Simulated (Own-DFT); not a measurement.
# Misfit strain and the stress it brings: grey tin, 32 atoms (Sn32)

Calculated, not measured: single-point runs of Own-DFT, a retired in-house plane-wave DFT program that no person has reviewed, on unrelaxed cells, without spin or spin-orbit coupling.

Common settings: PBE; PseudoDojo norm-conserving scalar-relativistic files; cutoff 42 hartree; 3 x 3 x 5 k mesh centred on Gamma; cold (Marzari-Vanderbilt) smearing of 0.2 eV.

Limits: forces on such cells failed a check on a denser k mesh; stress not checked against mesh or cutoff.

Unstrained cell vectors in Å: (12.978, 0.000, 0.000); (0.000, 12.978, 0.000); (0.000, 0.000, 6.489). The unstrained cell has measured lattice constants (interpolated for alloys), not those of this functional. That, the random moves and any unrelaxed bonds set the pressure at no strain. Each run strains x and y alike by e, as a substrate would, and holds the height along z. Each atom got a random Gaussian move of width 0.05 Å along each axis. Stress is positive in tension.

| e (%) | u (Å) | (s_xx + s_yy)/2 (GPa) | s_zz (GPa) |
|---|---|---|---|
| -3.00 | 0.041 | -7.46 | -6.53 |
| -3.00 | 0.053 | -7.67 | -6.81 |
| -2.25 | 0.053 | ? | ? |
| -1.75 | 0.048 | -5.77 | -5.21 |
| -1.75 | 0.046 | -5.67 | -5.12 |
| -0.75 | 0.048 | -4.40 | -4.28 |
| -0.75 | 0.049 | -4.51 | -4.28 |
| -0.25 | 0.053 | -3.92 | -3.88 |
| -0.25 | 0.051 | -3.92 | -3.82 |
| 0.50 | 0.054 | -3.04 | -3.18 |
| 0.50 | 0.057 | -3.15 | -3.39 |
| 1.50 | 0.052 | -2.07 | -2.45 |
| 1.50 | 0.055 | -2.10 | -2.36 |
| 2.00 | 0.045 | -1.48 | -1.93 |
| 2.00 | 0.050 | -1.51 | -2.06 |

## Analysis

With e as a fraction, the in-plane stress is -3.6 + 114 e - 560 e² GPa (errors 2 and 85, scatter 0.08), and s_zz is -3.6 + 87 e - 418 e² GPa (slope ± 2, scatter 0.11). At e = 0 the first slope is C11 + C12 and the second 2 C12, both with the ions held to the strained lattice and at the cell's own pressure. The term in e² is negative: the layer stiffens under compression and softens under tension. A free layer would change its height as e changes, and the in-plane slope would drop by 2 C12²/C11 to the biaxial modulus. At fixed height, a misfit of 1 % moves the in-plane stress by about 1.1 GPa and s_zz by 0.9 GPa.

## Test on the hidden row

Q: what are the two stresses at e = -2.25 %?

Estimate: -6.5 and -5.8 GPa. Computed: -6.60 and -5.93 GPa.
